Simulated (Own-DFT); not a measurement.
# Response to strain: hcp Ru, 36 atoms (Ru36)

All numbers below are calculated, not measured. The program, named Own-DFT, is a retired in-house plane-wave density functional code that no person has reviewed. Each row is one single-point run on a periodic cell that was not relaxed, without spin or spin-orbit coupling.

Settings of every run: PBE; PseudoDojo norm-conserving scalar-relativistic files; cutoff 50 hartree; 5 x 5 x 4 k mesh centred on Gamma; cold (Marzari-Vanderbilt) smearing of 0.2 eV.

Known limits: forces on such cells failed a check on a denser k mesh; stress not checked against mesh or cutoff.

Unstrained cell vectors in Å: (8.118, 0.000, 0.000); (-4.059, 7.030, 0.000); (0.000, 0.000, 8.563). The unstrained cell has measured lattice constants (interpolated for alloys), not those of this functional. That, the random moves and any unrelaxed bonds set the pressure at no strain. Each run strains this cell uniformly, with the atoms carried along. Every atom was also moved at random, by a Gaussian of width 0.05 Å on each axis. Strain is the symmetric tensor, in per cent. Stress is positive in tension, and the pressure is minus a third of its trace.

| run | e_xx (%) | e_yy (%) | e_zz (%) | e_yz (%) | e_xz (%) | e_xy (%) | s_xx (GPa) | s_yy (GPa) | s_zz (GPa) | s_yz (GPa) | s_xz (GPa) | s_xy (GPa) | P (GPa) | E (meV/atom) |
|---|---|---|---|---|---|---|---|---|---|---|---|---|---|---|
| 1 | 0.05 | 1.69 | 0.79 | -0.20 | 1.19 | -0.29 | -3.24 | 3.60 | -0.43 | -0.74 | 4.32 | -1.02 | 0.02 | 14.7 |
| 2 | -1.97 | -0.03 | -1.46 | -1.37 | -1.58 | -0.93 | -24.56 | -15.78 | -23.01 | -6.40 | -6.92 | -5.03 | 21.12 | 60.6 |
| 3 | 0.05 | 1.93 | 0.07 | -1.31 | -0.37 | -1.56 | -3.87 | 3.04 | -3.84 | -4.25 | -0.99 | -6.32 | 1.56 | 13.7 |
| 4 | 0.60 | -0.35 | -1.95 | -1.82 | 1.93 | -0.76 | -9.92 | -13.57 | -23.39 | -7.76 | 7.69 | -2.51 | 15.63 | 64.2 |
| 5 | -0.66 | -0.78 | -1.12 | 1.63 | -0.23 | 1.94 | -17.35 | -17.13 | -20.04 | 6.75 | -1.92 | 9.39 | 18.17 | 60.2 |
| 6 | -0.84 | 1.31 | -2.00 | -0.41 | 1.27 | 0.55 | -15.22 | -5.25 | -20.89 | -1.96 | 5.43 | 2.60 | 13.78 | 29.6 |
| 7 | -1.48 | -1.02 | -0.82 | 1.69 | 0.79 | 1.66 | -21.41 | -20.72 | -19.54 | 7.16 | 2.86 | 8.11 | 20.56 | 59.8 |
| 8 | -0.72 | -1.66 | 0.83 | -0.06 | -1.07 | 1.51 | -14.25 | -18.70 | -6.82 | 0.19 | -4.44 | 7.19 | 13.25 | 29.9 |
| 9 | -1.94 | -1.74 | -1.21 | 0.85 | 1.25 | 1.43 | -27.77 | -27.89 | -25.80 | 3.54 | 5.36 | 6.90 | 27.16 | 89.4 |
| 10 | -1.62 | 1.23 | 0.41 | -0.88 | 1.30 | -1.55 | -14.53 | -2.55 | -5.07 | -3.21 | 4.68 | -5.73 | 7.38 | 10.7 |
| 11 | 0.06 | -0.81 | 0.75 | -0.42 | -1.09 | -1.19 | -6.73 | -12.51 | -5.56 | -2.27 | -4.21 | -4.86 | 8.27 | 23.0 |
| 12 | 0.11 | -0.47 | 1.50 | 1.75 | 0.54 | 0.08 | -5.15 | -7.77 | 1.18 | 6.36 | 1.86 | 0.33 | 3.91 | 10.6 |
| 13 | 0.49 | 1.34 | 1.03 | 0.97 | 0.44 | -0.11 | 0.09 | 3.27 | 0.71 | 2.94 | 1.83 | -0.68 | -1.36 | 0.0 |
| 14 | -0.42 | 1.09 | -1.50 | -1.98 | -0.03 | 0.48 | -12.39 | -6.99 | -18.12 | -8.12 | 0.37 | 1.64 | 12.50 | 53.4 |
| 15 | -1.41 | 1.46 | 2.00 | -0.94 | 1.37 | 0.46 | -9.38 | 1.68 | 4.93 | -2.74 | 4.86 | 1.74 | 0.93 | 6.1 |
| 16 | -1.48 | 0.11 | -0.58 | -0.42 | 0.53 | -0.55 | ? | ? | ? | ? | ? | ? | ? | ? |

E is the free energy for each atom above the lowest run shown.

## Worked fit

Each stress component was fitted by least squares to a constant and the strains of the runs shown, as fractions, with shears doubled. Shear strains stay in the fit of a normal stress only where such slopes are resolved. The slopes, in GPa:

```
stress  at no strain  per e_xx  per e_yy  per e_zz  scatter
  s_xx          -8.3  635 ± 17  207 ± 11  245 ± 11     0.52
  s_yy          -8.8  213 ± 26  644 ± 18  216 ± 17     0.81
  s_zz          -9.2  156 ± 28  217 ± 19  709 ± 18     0.88
```

Each shear stress against twice its own strain: yz 190 ± 10, xz 200 ± 7, xy 213 ± 10 GPa. These are stiffnesses along x, y and z of the frame in which the cell vectors are given, which need not be the crystal's axes. The atoms are held to the strained lattice; where symmetry lets them move under strain, relaxing them would lower some slopes. The table should be nearly symmetric about its diagonal, and what it lacks of that shows the noise. A ninth of its sum, 360 ± 7 GPa, estimates the bulk modulus near the mean pressure of these runs, 10.9 GPa, so it lies above the value at zero pressure.

## Withheld run

Question: what normal stresses and pressure should run 16 give?

The fit gives s_xx = -18.8, s_yy = -12.4, s_zz = -15.4 and P = 15.6 GPa. The calculation gave -18.69, -10.74, -14.24 and P = 14.56 GPa.
